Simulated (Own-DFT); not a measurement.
# What a defect does to the pressure of its cell: C11b WSi2

No measurement is shown. These are fixed-geometry runs of a retired plane-wave code named Own-DFT, which no person has reviewed; spin and spin-orbit coupling are neglected.

Common settings: PBE; PseudoDojo norm-conserving scalar-relativistic files; cutoff 50 hartree; 5 x 5 x 5 k mesh centred on Gamma; cold (Marzari-Vanderbilt) smearing of 0.2 eV.

Limits: forces on such cells failed a check on a denser k mesh; stress not checked against mesh or cutoff.

All runs share one cell, with vectors in Å (-2.148, -5.953, 3.409); (-6.444, 2.976, 1.136); (-2.553, -2.948, -6.757) and a volume of 403.2 Å³. u is the rms random offset of the atoms per axis. The defect's site can differ from row to row.

```
cell,formula,u (Å),P (GPa)
no defect,Si20W10,0.0215,4.53
no defect,Si20W10,0.0470,6.18
no defect,Si20W10,0.0565,7.01
one W vacancy,Si20W9,0.0299,3.73
one W vacancy,Si20W9,0.0451,3.88
one W vacancy,Si20W9,0.0463,4.59
one Si vacancy,Si19W10,0.0302,3.11
one Si vacancy,Si19W10,0.0476,4.09
one Si vacancy,Si19W10,0.0520,4.32
one W on a Si site,Si19W11,0.0315,9.64
one W on a Si site,Si19W11,0.0493,10.74
one W on a Si site,Si19W11,0.0538,10.89
one Si on a W site,Si21W9,0.0278,?
one Si on a W site,Si21W9,0.0299,6.20
one Si on a W site,Si21W9,0.0491,7.34
one Si on a W site,Si21W9,0.0498,7.32
```

## Analysis

P = P0 + c u² + a shift for each defect gives P0 = 4.43 GPa, c = 756 ± 70 GPa/Å² and a scatter of 0.22 GPa. The shifts, and each times the cell's volume:

- one W on a Si site: 4.40 ± 0.18 GPa, 11.1 eV
- one Si on a W site: 1.06 ± 0.18 GPa, 2.7 eV
- one W vacancy: -1.65 ± 0.18 GPa, -4.1 eV
- one Si vacancy: -2.08 ± 0.18 GPa, -5.2 eV

Against the defect-free cell, a freed cell would be larger where the shift is positive and smaller where it is negative (160.2 GPa Å³ is 1 eV). The atoms around the defects weren't relaxed, which would change these numbers.

## Test on the hidden row

The question: what pressure belongs in the blank (one Si on a W site, u = 0.0278 Å)?

Estimate: 6.08 ± 0.27 GPa. The run itself gave 5.81 GPa.
